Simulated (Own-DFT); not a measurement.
# Computed records: Hf₃₁O₆₄ (monoclinic hafnia with one vacancy, atoms displaced)

All values are calculated (Own-DFT development build). A calculation, not a measurement: plane-wave density functional theory by an unreviewed code, no spin, of a simulated periodic cell, stress positive in tension, run twice, with PBE and with PBEsol, both on files made for PBE, so the change isn't that of files made for PBEsol, defect cell not probed for a lower state with spin; a neutral cation vacancy leaves holes that likely carry spin, which this run leaves out; hafnium file: forces about 75 meV/angstrom off all-electron values; oxygen file: force components 24 meV/angstrom off all-electron in one glass; forces on such cells passed a denser k mesh, this cell's mesh not checked; the far tail of each file's local potential was reset to the Coulomb form; each entry is a single point on an unrelaxed cell, so the pressure reflects the starting lattice, mostly measured values (interpolated for alloys), from which strain is counted, and rises with the displacements; printed positions are rounded, which can move forces by about a meV/angstrom; the program, named Own-DFT, is a retired in-house code; no spin-orbit coupling; stress was not checked against mesh or cutoff.

Settings shared by all entries: functional PBE, then PBEsol; potential files PseudoDojo norm-conserving, scalar-relativistic, standard set; wave cutoff 72 hartree; occupations Fermi-Dirac; smearing width 0.1 eV; k mesh 2 x 2 x 2 centred on Gamma.

(1) Hf₃₁O₆₄ (monoclinic hafnia with one vacancy, atoms displaced)

```cif
# cell vector a (Å): 10.2340 0.0000 0.0000
# cell vector b (Å): 0.0000 10.3500 0.0000
# cell vector c (Å): -1.6955 0.0000 10.4453
data_Hf31O64
_symmetry_space_group_name_H-M 'P 1'
_symmetry_Int_Tables_number 1
_cell_length_a 10.2340
_cell_length_b 10.3500
_cell_length_c 10.5820
_cell_angle_alpha 90.000
_cell_angle_beta 99.220
_cell_angle_gamma 90.000
_cell_volume 1106.39
loop_
_atom_site_label
_atom_site_type_symbol
_atom_site_fract_x
_atom_site_fract_y
_atom_site_fract_z
_atom_site_occupancy
Hf1 Hf 0.13609 0.02038 0.10718 1
Hf2 Hf 0.35497 0.26601 0.14551 1
Hf3 Hf 0.37647 0.47041 0.40437 1
Hf4 Hf 0.12821 0.23049 0.34342 1
O1 O 0.03500 0.17148 0.17633 1
O2 O 0.47449 0.40897 0.07789 1
O3 O 0.46748 0.32711 0.33786 1
O4 O 0.03912 0.08463 0.42558 1
O5 O 0.22319 0.38365 0.24279 1
O6 O 0.27533 0.13834 0.01593 1
O7 O 0.27809 0.11461 0.25949 1
O8 O 0.22108 0.37635 0.48139 1
Hf5 Hf 0.13698 0.02797 0.60619 1
Hf6 Hf 0.36074 0.27700 0.64165 1
Hf7 Hf 0.35928 0.48151 0.89605 1
Hf8 Hf 0.14650 0.21959 0.85286 1
O9 O 0.03648 0.16837 0.68068 1
O10 O 0.45393 0.42384 0.56630 1
O11 O 0.46523 0.33707 0.82628 1
O12 O 0.03310 0.08119 0.92452 1
O13 O 0.22004 0.38236 0.74442 1
O14 O 0.27095 0.12717 0.51368 1
O15 O 0.27127 0.12269 0.75601 1
O16 O 0.22104 0.36955 0.99212 1
Hf9 Hf 0.13356 0.51601 0.09337 1
Hf10 Hf 0.36812 0.76888 0.14052 1
Hf11 Hf 0.35990 0.98166 0.39562 1
Hf12 Hf 0.13500 0.72576 0.34373 1
O17 O 0.03695 0.67233 0.17792 1
O18 O 0.46612 0.91070 0.07756 1
O19 O 0.46253 0.83752 0.32236 1
O20 O 0.03824 0.57877 0.42580 1
O21 O 0.22749 0.88115 0.23490 1
O22 O 0.27557 0.61416 0.02212 1
O23 O 0.27062 0.61906 0.26029 1
O24 O 0.23008 0.87014 0.48576 1
Hf13 Hf 0.13649 0.52135 0.60757 1
Hf14 Hf 0.35623 0.77605 0.64575 1
Hf15 Hf 0.36732 0.98262 0.89798 1
Hf16 Hf 0.13754 0.72313 0.84728 1
O25 O 0.03270 0.66783 0.66390 1
O26 O 0.45811 0.92295 0.58241 1
O27 O 0.46527 0.83418 0.83724 1
O28 O 0.04499 0.58848 0.92898 1
O29 O 0.22956 0.87986 0.74064 1
O30 O 0.27161 0.63189 0.50399 1
O31 O 0.27792 0.61595 0.76229 1
O32 O 0.22730 0.87102 0.99238 1
Hf17 Hf 0.63822 0.01991 0.10494 1
Hf18 Hf 0.85871 0.28043 0.15259 1
Hf19 Hf 0.86546 0.47147 0.39941 1
O33 O 0.53932 0.17059 0.17466 1
O34 O 0.95924 0.41765 0.07389 1
O35 O 0.95945 0.34172 0.33212 1
O36 O 0.53327 0.08832 0.42259 1
O37 O 0.72228 0.38068 0.24262 1
O38 O 0.77895 0.13608 0.01887 1
O39 O 0.77429 0.11238 0.26485 1
O40 O 0.71896 0.37957 0.49163 1
Hf20 Hf 0.63602 0.01653 0.61193 1
Hf21 Hf 0.86721 0.27241 0.65041 1
Hf22 Hf 0.87135 0.48660 0.89936 1
Hf23 Hf 0.64267 0.22650 0.85703 1
O41 O 0.53530 0.17634 0.67319 1
O42 O 0.96513 0.41772 0.57746 1
O43 O 0.96603 0.33597 0.82387 1
O44 O 0.54087 0.08593 0.92350 1
O45 O 0.72863 0.37307 0.74280 1
O46 O 0.77115 0.13167 0.51644 1
O47 O 0.77122 0.11736 0.76309 1
O48 O 0.72886 0.36735 0.98636 1
Hf24 Hf 0.64514 0.52227 0.11102 1
Hf25 Hf 0.86373 0.77292 0.13802 1
Hf26 Hf 0.86266 0.97830 0.39846 1
Hf27 Hf 0.64729 0.72713 0.36067 1
O49 O 0.54659 0.66285 0.17760 1
O50 O 0.96595 0.90824 0.07102 1
O51 O 0.96761 0.84194 0.32134 1
O52 O 0.53706 0.59043 0.42346 1
O53 O 0.72401 0.87544 0.23569 1
O54 O 0.77317 0.63447 0.00446 1
O55 O 0.77207 0.61041 0.25905 1
O56 O 0.72156 0.87196 0.47934 1
Hf28 Hf 0.64698 0.52754 0.60052 1
Hf29 Hf 0.86385 0.76507 0.64895 1
Hf30 Hf 0.86103 0.98348 0.89434 1
Hf31 Hf 0.63370 0.72805 0.85156 1
O57 O 0.53226 0.67069 0.67066 1
O58 O 0.96895 0.91098 0.58387 1
O59 O 0.95971 0.83409 0.82761 1
O60 O 0.54015 0.58357 0.92854 1
O61 O 0.71770 0.88151 0.73209 1
O62 O 0.77467 0.62373 0.51639 1
O63 O 0.77925 0.61764 0.75866 1
O64 O 0.71872 0.86670 0.99073 1
```

| Item | Value |
| --- | --- |
| PBE pressure | 5.98 GPa |
| PBE stress xx | -5.58 GPa |
| PBE stress yy | -5.51 GPa |
| PBE stress zz | -6.87 GPa |
| PBE stress yz | 0.4 GPa |
| PBE stress xz | -0.58 GPa |
| PBE stress xy | -0.39 GPa |
| PBEsol pressure | -0.35 GPa |
| PBEsol stress xx | 0.75 GPa |
| PBEsol stress yy | 0.76 GPa |
| PBEsol stress zz | -0.46 GPa |
| PBEsol stress yz | 0.41 GPa |
| PBEsol stress xz | -0.23 GPa |
| PBEsol stress xy | -0.39 GPa |
| rms change of force components from PBE to PBEsol | 0.055 eV/Å |

Force:
```tsv
force element	PBE force x (eV/Å)	PBE force y (eV/Å)	PBE force z (eV/Å)	PBEsol force x (eV/Å)	PBEsol force y (eV/Å)	PBEsol force z (eV/Å)
Hf	0.201	-0.837	-0.06	0.219	-0.782	-0.079
Hf	2.727	2.093	2.571	2.653	2.07	2.515
Hf	-2.673	2.543	-4.835	-2.608	2.401	-4.699
Hf	1.663	0.822	2.66	1.617	0.763	2.564
O	-0.282	-0.593	-1.211	-0.25	-0.559	-1.108
O	-1.194	-0.209	-0.043	-1.178	-0.18	-0.083
O	-0.382	-0.824	-1.154	-0.528	-0.718	-1.169
O	-0.813	-0.004	-0.008	-0.772	-0.019	0.044
O	0.099	-1.326	-0.989	0.145	-1.32	-0.974
O	-0.18	-2.329	-1.529	-0.247	-2.264	-1.49
O	-0.808	1.178	-0.392	-0.85	1.145	-0.399
O	-0.597	-0.914	1.236	-0.511	-0.876	1.214
Hf	0.137	-1.428	-0.996	0.145	-1.331	-0.995
Hf	0.383	-0.41	0.069	0.377	-0.365	0.093
Hf	1.704	-1.342	1.313	1.645	-1.358	1.302
Hf	-1.834	2.415	0.893	-1.784	2.325	0.838
O	0.013	-0.744	-0.669	0.043	-0.712	-0.592
O	2.025	-0.996	4.945	1.946	-0.987	4.759
O	-0.363	0.012	-0.174	-0.377	0.001	-0.215
O	0.635	0.409	-0.108	0.625	0.376	-0.064
O	0.344	-0.64	-0.377	0.4	-0.624	-0.366
O	0.652	0.892	-0.147	0.572	0.851	-0.121
O	1.114	-0.44	0.974	0.996	-0.423	0.95
O	0.171	-0.103	-0.538	0.224	-0.081	-0.52
Hf	1.324	-0.009	4.989	1.338	0.03	4.844
Hf	-1.003	-1.128	2.024	-0.99	-1.03	2.014
Hf	0.565	-0.29	0.01	0.556	-0.315	0.032
Hf	1.206	0.009	2.363	1.187	-0.052	2.268
O	-0.738	-1.476	-2.428	-0.714	-1.4	-2.313
O	0.69	1.426	-0.651	0.661	1.394	-0.688
O	0.902	-0.443	0.449	0.854	-0.445	0.381
O	-0.543	0.61	-0.376	-0.511	0.565	-0.303
O	-0.427	-0.275	-0.194	-0.363	-0.26	-0.2
O	1.51	1.631	-1.813	1.414	1.572	-1.781
O	0.715	0.268	-0.442	0.608	0.286	-0.443
O	-0.889	0.156	0.395	-0.782	0.158	0.398
Hf	1.355	-0.644	-2.439	1.313	-0.589	-2.426
Hf	0.727	-0.925	-1.552	0.705	-0.84	-1.512
Hf	-0.292	-0.936	0.08	-0.27	-1	0.104
Hf	0.495	2.664	0.836	0.476	2.555	0.789
O	0.505	0.051	1.605	0.493	0.055	1.629
O	0.596	-0.057	0.37	0.57	-0.061	0.318
O	-0.195	0.056	-0.592	-0.193	0.065	-0.615
O	-1.642	-0.007	-1.863	-1.593	-0.036	-1.775
O	-0.793	0.194	0.242	-0.698	0.18	0.225
O	0.094	0.236	1.734	0.02	0.237	1.701
O	-0.583	1.216	-0.161	-0.653	1.186	-0.148
O	-0.117	-0.374	-1.133	-0.046	-0.357	-1.09
Hf	0.632	0.918	2.167	0.637	0.949	2.104
Hf	-2.671	-1.342	-0.117	-2.631	-1.258	-0.113
Hf	-3.076	1.709	-0.052	-3.021	1.628	-0.027
O	-0.889	-0.749	-1.219	-0.912	-0.765	-1.254
O	0.846	0.488	0.468	0.822	0.501	0.393
O	2.691	-2.822	-1.357	2.628	-2.765	-1.377
O	-0.55	-0.777	0.304	-0.632	-0.89	0.396
O	1.043	0.141	-0.855	1.172	0.22	-0.911
O	0.155	-1.348	-0.635	0.078	-1.31	-0.634
O	1.181	-0.04	-0.834	1.174	-0.127	-0.865
O	0.886	0.396	0.947	0.977	0.521	1.014
Hf	-0.142	2.845	-2.797	-0.116	2.824	-2.746
Hf	-2.292	0.285	-1.484	-2.245	0.342	-1.41
Hf	-2.409	-2.204	-1.271	-2.364	-2.221	-1.212
Hf	-0.028	2.335	-0.36	-0.001	2.245	-0.373
O	-0.194	-0.852	-0.293	-0.191	-0.824	-0.224
O	0.183	-0.451	0.779	0.18	-0.423	0.71
O	0.907	0.258	1.163	0.862	0.241	1.075
O	-1.287	-0.929	0.102	-1.249	-0.926	0.148
O	-0.212	0.995	-0.351	-0.129	0.95	-0.334
O	0.994	-1.082	1.1	0.949	-1.117	1.169
O	0.529	0.104	0.287	0.441	0.1	0.299
O	0.022	1.062	0.354	0.087	1.024	0.349
Hf	-0.481	-1.623	-0.902	-0.462	-1.541	-0.874
Hf	-1.237	-0.274	1.496	-1.208	-0.197	1.475
Hf	-0.853	1.261	-0.686	-0.847	1.192	-0.685
Hf	-0.935	0.176	-2.154	-0.9	0.119	-2.127
O	-1.84	1.122	-0.269	-1.77	1.106	-0.224
O	0.663	1.308	-0.098	0.631	1.289	-0.125
O	-0.306	-0.119	0.092	-0.314	-0.134	0.038
O	0.1	0.085	0.352	0.135	0.065	0.403
O	0.22	-0.419	-0.002	0.272	-0.412	-0.009
O	1.041	-0.679	0.329	0.956	-0.661	0.322
O	1.452	1.396	1.172	1.319	1.355	1.142
O	0.14	0.04	1.713	0.197	0.026	1.652
Hf	-1.741	-2.674	0.863	-1.629	-2.566	0.778
Hf	-0.716	1.718	-0.743	-0.685	1.712	-0.699
Hf	-0.521	-0.813	0.622	-0.494	-0.841	0.625
Hf	0.101	-0.286	0.477	0.091	-0.319	0.467
O	0.137	-0.062	0.237	0.144	-0.034	0.292
O	-0.165	0.438	-0.388	-0.169	0.434	-0.415
O	0.811	-0.88	-0.095	0.778	-0.871	-0.149
O	-1.081	0.095	-0.837	-1.039	0.094	-0.779
O	0.701	-1.458	1.244	0.734	-1.411	1.206
O	1.428	1.787	-0.659	1.309	1.743	-0.623
O	-0.019	0.616	0.15	-0.071	0.612	0.129
O	0.582	1.125	-0.842	0.626	1.091	-0.815
```

(2) Hf₃₁O₆₄ (monoclinic hafnia with one vacancy, atoms displaced)

```cif
# cell vector a (Å): 10.2340 0.0000 0.0000
# cell vector b (Å): 0.0000 10.3500 0.0000
# cell vector c (Å): -1.6955 0.0000 10.4453
data_Hf31O64
_symmetry_space_group_name_H-M 'P 1'
_symmetry_Int_Tables_number 1
_cell_length_a 10.2340
_cell_length_b 10.3500
_cell_length_c 10.5820
_cell_angle_alpha 90.000
_cell_angle_beta 99.220
_cell_angle_gamma 90.000
_cell_volume 1106.39
loop_
_atom_site_label
_atom_site_type_symbol
_atom_site_fract_x
_atom_site_fract_y
_atom_site_fract_z
_atom_site_occupancy
Hf1 Hf 0.14529 0.01409 0.11776 1
Hf2 Hf 0.36393 0.27474 0.14367 1
Hf3 Hf 0.36112 0.48275 0.39366 1
Hf4 Hf 0.14330 0.21430 0.36541 1
O1 O 0.04126 0.16696 0.18005 1
O2 O 0.45410 0.42039 0.07623 1
O3 O 0.47393 0.32851 0.32501 1
O4 O 0.03657 0.07859 0.42841 1
O5 O 0.21981 0.37781 0.24093 1
O6 O 0.27100 0.13012 0.00830 1
O7 O 0.27434 0.12566 0.25365 1
O8 O 0.22311 0.36071 0.48571 1
Hf5 Hf 0.14400 0.01391 0.60905 1
Hf6 Hf 0.36054 0.47979 0.88998 1
Hf7 Hf 0.13664 0.23756 0.86036 1
O9 O 0.02563 0.16729 0.67308 1
O10 O 0.45187 0.41104 0.56763 1
O11 O 0.46899 0.32820 0.82628 1
O12 O 0.03392 0.08281 0.91581 1
O13 O 0.22918 0.36845 0.73897 1
O14 O 0.27906 0.12752 0.51397 1
O15 O 0.26834 0.12516 0.75505 1
O16 O 0.22556 0.37080 0.99439 1
Hf8 Hf 0.13494 0.52813 0.10337 1
Hf9 Hf 0.36051 0.77068 0.14009 1
Hf10 Hf 0.36237 0.97386 0.40047 1
Hf11 Hf 0.13132 0.72995 0.35535 1
O17 O 0.03629 0.66449 0.17415 1
O18 O 0.46664 0.91116 0.08246 1
O19 O 0.46727 0.83291 0.32078 1
O20 O 0.04378 0.58691 0.42423 1
O21 O 0.22569 0.88153 0.23907 1
O22 O 0.27916 0.62254 0.01484 1
O23 O 0.27814 0.63043 0.26424 1
O24 O 0.23322 0.86527 0.49078 1
Hf12 Hf 0.14575 0.52281 0.60076 1
Hf13 Hf 0.36281 0.76902 0.64076 1
Hf14 Hf 0.36447 0.97900 0.88918 1
Hf15 Hf 0.14274 0.74042 0.86792 1
O25 O 0.03878 0.65806 0.67616 1
O26 O 0.46111 0.91896 0.57860 1
O27 O 0.46326 0.83300 0.82153 1
O28 O 0.04030 0.58797 0.92956 1
O29 O 0.21716 0.87226 0.73473 1
O30 O 0.27534 0.63223 0.51283 1
O31 O 0.28422 0.62264 0.76521 1
O32 O 0.22234 0.87478 0.99413 1
Hf16 Hf 0.63815 0.01795 0.10367 1
Hf17 Hf 0.86572 0.26821 0.14552 1
Hf18 Hf 0.86225 0.47909 0.39783 1
Hf19 Hf 0.64665 0.22634 0.34924 1
O33 O 0.53256 0.16655 0.17293 1
O34 O 0.96341 0.41422 0.07440 1
O35 O 0.96249 0.33127 0.32779 1
O36 O 0.54007 0.07919 0.42157 1
O37 O 0.72145 0.38500 0.23890 1
O38 O 0.77551 0.13801 0.01070 1
O39 O 0.77576 0.12868 0.25352 1
O40 O 0.73169 0.36510 0.48810 1
Hf20 Hf 0.64816 0.02525 0.60965 1
Hf21 Hf 0.86261 0.27206 0.65260 1
Hf22 Hf 0.86161 0.47292 0.90137 1
Hf23 Hf 0.64008 0.22624 0.86492 1
O41 O 0.53228 0.16924 0.66956 1
O42 O 0.96132 0.41500 0.57995 1
O43 O 0.97374 0.33120 0.82357 1
O44 O 0.53481 0.08888 0.92516 1
O45 O 0.72535 0.36608 0.73577 1
O46 O 0.77882 0.13208 0.51294 1
O47 O 0.76551 0.12276 0.76541 1
O48 O 0.72677 0.36368 0.98472 1
Hf24 Hf 0.64235 0.51769 0.10522 1
Hf25 Hf 0.86421 0.77113 0.14940 1
Hf26 Hf 0.86133 0.98863 0.40065 1
Hf27 Hf 0.64707 0.73536 0.35428 1
O49 O 0.53943 0.66962 0.17542 1
O50 O 0.96169 0.90676 0.07941 1
O51 O 0.95812 0.82724 0.33161 1
O52 O 0.53585 0.59318 0.43200 1
O53 O 0.71863 0.88548 0.24340 1
O54 O 0.77614 0.63589 0.00718 1
O55 O 0.77775 0.62263 0.25998 1
O56 O 0.72575 0.87433 0.48720 1
Hf28 Hf 0.63719 0.51004 0.60597 1
Hf29 Hf 0.86223 0.76148 0.64557 1
Hf30 Hf 0.86429 0.97808 0.89832 1
Hf31 Hf 0.63473 0.72602 0.85298 1
O57 O 0.53354 0.67670 0.67116 1
O58 O 0.96558 0.91379 0.58659 1
O59 O 0.96258 0.83575 0.81861 1
O60 O 0.53563 0.58567 0.92269 1
O61 O 0.72034 0.88364 0.73487 1
O62 O 0.77184 0.62788 0.50978 1
O63 O 0.77421 0.61527 0.76391 1
O64 O 0.71770 0.87382 0.98949 1
```

| Quantity | Value |
| --- | --- |
| PBE pressure | 4.34 GPa |
| PBE stress xx | -3.72 GPa |
| PBE stress yy | -4.45 GPa |
| PBE stress zz | -4.84 GPa |
| PBE stress yz | 0.89 GPa |
| PBE stress xz | -0.1 GPa |
| PBE stress xy | -0.63 GPa |
| PBEsol pressure | -1.99 GPa |
| PBEsol stress xx | 2.59 GPa |
| PBEsol stress yy | 1.85 GPa |
| PBEsol stress zz | 1.53 GPa |
| PBEsol stress yz | 0.84 GPa |
| PBEsol stress xz | 0.26 GPa |
| PBEsol stress xy | -0.62 GPa |
| rms change of force components from PBE to PBEsol | 0.047 eV/Å |

Force:
```tsv
force element	PBE force x (eV/Å)	PBE force y (eV/Å)	PBE force z (eV/Å)	PBEsol force x (eV/Å)	PBEsol force y (eV/Å)	PBEsol force z (eV/Å)
Hf	-0.681	2.958	-2.553	-0.614	2.936	-2.497
Hf	-1.359	-1.012	0.782	-1.334	-0.946	0.79
Hf	0.528	-1.878	0.491	0.512	-1.878	0.545
Hf	1.089	2.683	-0.489	1.095	2.58	-0.495
O	-0.995	-0.861	-0.949	-0.964	-0.828	-0.867
O	2.466	1.107	-0.017	2.391	1.081	-0.065
O	-0.844	1.435	0.181	-0.821	1.37	0.105
O	-0.68	-0.809	-0.113	-0.67	-0.797	-0.065
O	0.602	0.81	-0.096	0.663	0.786	-0.103
O	0.453	-0.73	0.635	0.378	-0.71	0.639
O	0.402	-1.253	1.371	0.298	-1.228	1.326
O	-0.655	1.913	-0.575	-0.621	1.904	-0.65
Hf	-0.149	2.852	0.465	-0.13	2.827	0.444
Hf	0.097	-1.904	-0.688	0.079	-1.901	-0.641
Hf	3.078	-2.195	-1.53	3.026	-2.184	-1.538
O	1.169	-1.444	-0.255	1.128	-1.38	-0.196
O	1.896	1.394	0.467	1.92	1.505	0.321
O	-0.131	1.552	1.355	-0.083	1.528	1.39
O	-0.93	-0.778	1.024	-0.926	-0.767	1.028
O	-0.965	1.896	0.641	-0.975	1.9	0.71
O	-0.619	-1.695	-1.236	-0.735	-1.75	-1.31
O	-0.27	-2.285	1.358	-0.385	-2.313	1.367
O	-0.471	0.669	-0.591	-0.393	0.648	-0.579
Hf	1.441	-2.308	0.99	1.413	-2.196	0.925
Hf	1.034	-0.996	2.056	1.005	-0.928	2.049
Hf	1.596	1.753	-0.158	1.549	1.663	-0.107
Hf	1.64	0.347	0.106	1.602	0.27	0.091
O	-0.96	0.939	0.308	-0.928	0.937	0.344
O	0.287	1.087	-1.402	0.277	1.062	-1.396
O	-0.338	0.379	0.708	-0.334	0.349	0.64
O	-1.658	-1.366	0.039	-1.594	-1.324	0.085
O	-0.166	-0.855	0.837	-0.102	-0.821	0.792
O	0.037	1.222	-0.296	-0.031	1.2	-0.28
O	-0.395	-0.296	-0.292	-0.449	-0.276	-0.289
O	-1.501	0.346	-0.588	-1.39	0.337	-0.563
Hf	-0.175	-2.404	1.754	-0.175	-2.283	1.689
Hf	-0.139	0.164	0.878	-0.138	0.201	0.878
Hf	-0.448	1.998	-0.026	-0.447	1.923	-0.009
Hf	-0.785	-2.135	-2.978	-0.757	-2.123	-2.939
O	-0.462	0.526	0.093	-0.447	0.533	0.105
O	1.081	0.381	0.105	1.024	0.364	0.04
O	-0.384	0.714	1.024	-0.386	0.681	0.952
O	-0.996	0.03	-0.715	-0.947	0.018	-0.621
O	0.564	-0.135	1.243	0.598	-0.135	1.209
O	0.314	-0.855	-0.595	0.241	-0.831	-0.574
O	-0.714	0.327	-0.237	-0.736	0.323	-0.228
O	0.426	-0.012	-0.248	0.464	-0.026	-0.238
Hf	-0.584	0.532	0.122	-0.561	0.555	0.1
Hf	0.897	0.27	1.024	0.866	0.291	1.023
Hf	0.679	-0.764	0.189	0.643	-0.818	0.214
Hf	-2.314	0.461	1.035	-2.264	0.418	0.981
O	0.845	-0.711	-0.618	0.841	-0.676	-0.552
O	0.267	0.358	0.113	0.24	0.367	0.049
O	-0.122	0.228	0.384	-0.155	0.218	0.326
O	0.245	0.148	-0.115	0.256	0.135	-0.06
O	0.452	-0.592	-0.238	0.497	-0.581	-0.233
O	0.44	-1.942	0.456	0.354	-1.882	0.445
O	0.557	-1.231	0.67	0.47	-1.18	0.659
O	-0.905	0.975	-0.049	-0.813	0.963	-0.045
Hf	-2.417	0.026	-1.088	-2.351	0.078	-1.064
Hf	0.906	-0.529	-1.652	0.906	-0.47	-1.603
Hf	0.998	0.864	-1.369	0.966	0.794	-1.298
Hf	-1.439	0.552	-3.333	-1.385	0.503	-3.278
O	0.872	-0.591	0.187	1.016	-0.653	0.262
O	1.042	1.144	-0.492	0.984	1.119	-0.536
O	-2.746	2.523	1.188	-2.699	2.433	1.115
O	-1.148	-1.718	0.358	-1.105	-1.696	0.393
O	-0.72	1.685	1.084	-0.633	1.638	1.057
O	0.339	-0.739	-0.417	0.277	-0.744	-0.415
O	1.213	-0.569	0.108	1.118	-0.552	0.098
O	-0.159	2.143	1.317	-0.076	2.087	1.28
Hf	-1.53	1.52	-0.196	-1.485	1.546	-0.195
Hf	-1.555	-0.616	-0.271	-1.508	-0.566	-0.242
Hf	-0.075	-1.257	0.349	-0.089	-1.27	0.385
Hf	-1.751	-0.644	0.063	-1.701	-0.655	0.036
O	0.268	-0.983	-0.73	0.273	-0.939	-0.671
O	1.331	1.557	-0.398	1.275	1.516	-0.421
O	-0.086	0.855	0.208	-0.075	0.809	0.132
O	-0.34	-0.686	-0.517	-0.317	-0.698	-0.461
O	1.001	-0.042	-0.304	1.017	-0.057	-0.293
O	0.132	-1.187	0.599	0.062	-1.17	0.587
O	0.266	-0.217	0.096	0.192	-0.201	0.098
O	0.285	-0.054	0.476	0.34	-0.049	0.448
Hf	-1.599	0.422	-0.853	-1.556	0.457	-0.888
Hf	0.486	0.921	0.159	0.489	0.961	0.183
Hf	0.228	0.247	-0.745	0.238	0.205	-0.719
Hf	0.397	0.932	-0.197	0.377	0.857	-0.214
O	1.581	-2.022	-0.198	1.528	-1.944	-0.128
O	-0.192	0.065	-1.054	-0.199	0.068	-1.067
O	0.307	-0.327	1.488	0.297	-0.334	1.418
O	-0.125	-0.681	0.162	-0.109	-0.664	0.19
O	0.673	-1.16	0.874	0.714	-1.119	0.842
O	0.547	-0.368	0.214	0.481	-0.357	0.207
O	-0.083	-0.184	-0.358	-0.145	-0.168	-0.348
O	0.311	0.113	-0.018	0.357	0.122	-0.008
```
